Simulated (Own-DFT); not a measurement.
# How strain changes the stress of beta-Si3N4, 112 atoms (N64Si48)

Everything here is calculated. The program is Own-DFT (plane waves, in-house, since retired, never reviewed by a person); positions were held fixed, and spin and spin-orbit coupling were off.

All runs used: PBE; PseudoDojo norm-conserving scalar-relativistic files; cutoff 42 hartree; 2 x 2 x 4 k mesh centred on Gamma; Fermi-Dirac smearing of 0.1 eV.

Keep in mind (not all hold for every row): some atoms lie very close together; forces on such cells moved up to 12 meV/angstrom on a denser k mesh; stress not checked against mesh or cutoff.

Unstrained cell vectors in Å: (15.212, 0.000, 0.000); (-7.606, 13.174, 0.000); (0.000, 0.000, 5.818). The unstrained cell has measured lattice constants (interpolated for alloys), not those of this functional. That, the random moves and any unrelaxed bonds set the pressure at no strain. Each run strains this cell uniformly, with the atoms carried along. All atoms carry random offsets, Gaussian with a width of 0.05 Å per axis. Stress is counted positive in tension, P = -(s_xx + s_yy + s_zz)/3, and strain components are those of the symmetric tensor.

```
run  e_xx (%)  e_yy (%)  e_zz (%)  e_yz (%)  e_xz (%)  e_xy (%)  s_xx (GPa)  s_yy (GPa)  s_zz (GPa)  s_yz (GPa)  s_xz (GPa)  s_xy (GPa)  P (GPa)  E (meV/atom)
  1      0.01      1.88     -0.34     -0.14      1.16      1.79       -3.76        0.37      -12.26       -0.46        5.62        5.01     5.22          43.5
  2      0.85      1.08     -0.70     -1.17     -1.33      1.97       -2.32       -0.46      -15.35       -5.69       -2.51        7.18     6.04          29.6
  3     -0.03      1.64     -0.22      0.13      1.24     -1.29       -6.50        0.07       -8.50        0.12        3.34       -4.70     4.98          19.2
  4     -0.89      1.23      0.15     -1.81     -1.07      0.34      -10.41        0.67      -15.00       -6.97       -5.77        2.36     8.25          57.2
  5      1.89      1.51      1.77      0.72     -1.67      1.45        4.27        5.06        4.38        1.46       -5.06        5.73    -4.57           0.0
  6      0.12     -0.62     -0.06      1.06      1.51     -0.14       -6.38       -7.87      -13.70        5.14        5.84        1.28     9.32          11.5
  7      1.66     -1.68      0.98      1.22     -0.55     -1.61       -0.19      -12.79       -4.84        4.81       -1.95       -6.33     5.94          32.8
  8      0.99      0.67      0.01      1.52      1.65      0.94       -0.74       -1.97       -9.53        5.20        5.73        4.48     4.08          12.4
  9      1.81     -0.49      1.85     -1.86      1.16     -0.18        3.54       -7.94        0.63       -7.62        1.91       -2.23     1.26          40.2
 10     -1.94     -0.88      0.29     -1.74     -0.22     -0.31      -18.90      -12.65      -12.76       -5.67        1.17       -1.88    14.77          41.9
 11     -1.54      0.10     -0.94      1.45     -0.83     -0.90      -17.04      -11.14      -19.87        4.35       -0.32       -3.97    16.02          76.3
 12      1.91      1.09     -1.95      0.16      0.49      1.82        3.36       -3.24      -19.39       -0.40        2.97        5.82     6.42          20.6
 13     -1.41     -1.95      1.57      1.87      1.13      1.24      -19.89      -20.12       -3.24        8.52        2.51        8.01    14.42          76.6
 14      1.62     -1.48     -0.49      1.06     -0.75      0.64       -2.57      -12.71      -11.94        2.12       -2.78        4.03     9.07          10.7
 15     -0.35     -1.20      0.16      0.17      0.07      0.13       -9.97      -15.32       -9.56        1.60       -0.77        0.52    11.62          28.7
 16      1.50      1.78      1.14     -1.12      0.62     -1.51        3.17        2.00        1.07       -2.99        1.41       -6.35    -2.08          16.2
 17     -0.43      1.69     -0.76     -0.48     -0.97     -0.61           ?           ?           ?           ?           ?           ?        ?             ?
```

E is the free energy for each atom above the lowest run shown.

## What the rows give

Each stress component was fitted by least squares to a constant and the strains of the runs shown, as fractions, with shears doubled. Shear strains stay in the fit of a normal stress only where such slopes are resolved. The slopes, in GPa:

```
stress  at no strain  per e_xx  per e_yy  per e_zz  scatter
  s_xx          -7.7  550 ± 25  144 ± 26   33 ± 33     1.26
  s_yy          -7.6  112 ± 39  507 ± 39   75 ± 50     1.94
  s_zz         -11.3  152 ± 41   64 ± 42  628 ± 53     2.05
```

The slope of each shear stress on twice its own strain, from a fit on all six strains: yz 184 ± 9, xz 154 ± 17, xy 200 ± 14 GPa. These are stiffnesses along x, y and z of the frame in which the cell vectors are given, with the crystal's c axis along z: C11, C12, C13 and C33. Hexagonal symmetry asks that xx and yy behave alike, which is a second check on the noise. These are clamped-ion slopes: internal relaxation, where symmetry allows it, would soften some. Slopes across the diagonal should nearly agree, so their difference gauges the noise. A ninth of the table's sum, 252 ± 8 GPa, estimates the bulk modulus near the mean pressure of these runs, 6.9 GPa, so it lies above the value at zero pressure.

## Test on the hidden row

The question: what normal stresses and pressure should run 17 give?

Estimate: s_xx = -7.9, s_yy = -0.1, s_zz = -15.7 and P = 7.9 GPa. DFT gave -7.43, 0.07, -13.94 and P = 7.10 GPa.
